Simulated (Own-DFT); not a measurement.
# From a pressure shift to a lattice shift: L1_0 TiAl, 32 atoms (Al16Ti16)

No measurement is shown. These are fixed-geometry runs of a retired plane-wave code named Own-DFT, which no person has reviewed; spin and spin-orbit coupling are neglected.

Keep in mind: forces on such cells failed a check on a denser k mesh; stress not checked against mesh or cutoff.

Each geometry was run with PBE and with PBEsol, otherwise alike: PseudoDojo norm-conserving scalar-relativistic files made for PBE; cutoff 42 hartree; 4 x 4 x 4 k mesh centred on Gamma; cold (Marzari-Vanderbilt) smearing of 0.2 eV. Unstrained cell vectors in Å: (5.621, 5.621, 0.000); (-5.621, 5.622, 0.000); (0.000, 0.000, 8.133). Each has a uniform strain, of which the change of volume is shown, and random moves of rms u per axis.

| run | volume change (%) | u (Å) | P with PBE (GPa) | P with PBEsol (GPa) |
|---|---|---|---|---|
| 1 | 1.24 | 0.0463 | 0.39 | -2.40 |
| 2 | -1.37 | 0.0481 | 3.60 | 0.69 |
| 3 | 1.32 | 0.0524 | 0.39 | -2.39 |
| 4 | -0.72 | 0.0443 | 2.82 | -0.05 |
| 5 | -0.92 | 0.0463 | 2.96 | 0.08 |
| 6 | 0.24 | 0.0445 | 1.42 | -1.41 |
| 7 | -2.22 | 0.0527 | 4.62 | 1.67 |
| 8 | -0.68 | 0.0579 | 3.06 | 0.19 |
| 9 | -3.40 | 0.0540 | 6.56 | 3.56 |
| 10 | 1.25 | 0.0542 | 0.70 | -2.09 |
| 11 | -2.26 | 0.0490 | 4.85 | 1.91 |
| 12 | -1.59 | 0.0452 | 3.87 | ? |

Question: by how much does PBEsol shrink this cell, and what belongs in the blank?

## Worked answer

Write v for the change of volume as a fraction. Fitted to v and u², the PBE pressure has a slope of -125 ± 3 GPa in v, with the ions held to the strained lattice. The difference PBEsol less PBE is -2.84 + 4.6 v GPa (slope ± 0.1) and averages -2.88 GPa. Divided by the mean slope of the two, 123 GPa, that makes PBEsol's volume at a given pressure, near 1 GPa, about 2.3 % smaller, or 0.78 % in lengths. At one volume PBEsol's slope is the smaller by 5 GPa, but its pressure there is lower too. If stiffness rises by about 4 GPa for each GPa, PBEsol at equal pressure is stiffer by about 7 GPa. Files made for PBEsol would give a different shift.

For run 12 the line gives 0.96 GPa. The run itself gave 0.95 GPa.
